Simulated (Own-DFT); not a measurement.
# Energy and forces against displacement in diamond germanium, 16 atoms (Ge16)

All numbers below are calculated, not measured. They come from Own-DFT, an in-house plane-wave density functional program, since retired, whose code no person has reviewed. Each row is one single-point run on a periodic cell that was not relaxed, without spin or spin-orbit coupling.

Settings of every run: PBE; PseudoDojo norm-conserving scalar-relativistic files; cutoff 42 hartree; 5 x 5 x 5 k mesh centred on Gamma; Fermi-Dirac smearing of 0.1 eV.

Known limits: k mesh not checked against a denser one; stress not checked against mesh or cutoff.

Cell vectors in Å: (0.000, 5.658, 5.658); (5.658, 0.000, 5.658); (5.658, 5.658, 0.000). In each run every atom was moved at random and independently from its ideal site; u is the rms move along one axis. E is the free energy for each atom above the fitted value at u = 0, and F the rms of the force components.

| run | u (Å) | E (meV/atom) | F (eV/Å) | largest force (eV/Å) | P (GPa) |
|---|---|---|---|---|---|
| 1 | 0.0171 | 5.5 | 0.277 | 0.74 | 3.88 |
| 2 | 0.0204 | 6.2 | 0.273 | 1.01 | 3.88 |
| 3 | 0.0492 | 40.5 | 0.672 | 1.70 | 4.26 |
| 4 | 0.0523 | ? | ? | ? | ? |
| 5 | 0.0537 | 49.8 | 0.787 | 2.04 | 4.42 |
| 6 | 0.0959 | 128.1 | 1.269 | 5.73 | 5.24 |
| 7 | 0.0987 | 189.8 | 1.737 | 6.57 | 6.18 |
| 8 | 0.1164 | 214.8 | 1.413 | 4.19 | 6.48 |
| 9 | 0.1514 | 362.9 | 2.261 | 7.80 | 8.16 |

## Worked fit

For small independent moves the energy grows as E = (3/2) K u², with K the mean stiffness felt by one atom. The runs with u up to 0.11 Å give K = 11.2 ± 0.8 eV/Å², with residuals divided by u² + 0.0006 Å², since the noise grows with the moves. The scatter is 6.0 meV/atom at u = 0.05 Å. The forces follow F = G u with G = 14.9 eV/Å²; no force at u = 0 is resolved. G exceeds K because the moves of its neighbours add to the force on an atom, and stiffness differs between atoms. At u = 0.151 Å the parabola gives 385 meV/atom and the run 363. The pressure follows P = 3.80 + 203 u² GPa: at fixed volume, shortened bonds push harder than stretched ones pull.

## Withheld run

Question: what energy and rms force should run 4 give?

The fit gives 46 ± 7 meV/atom and about 0.78 eV/Å. The calculation gave 63.3 meV/atom and 0.939 eV/Å.
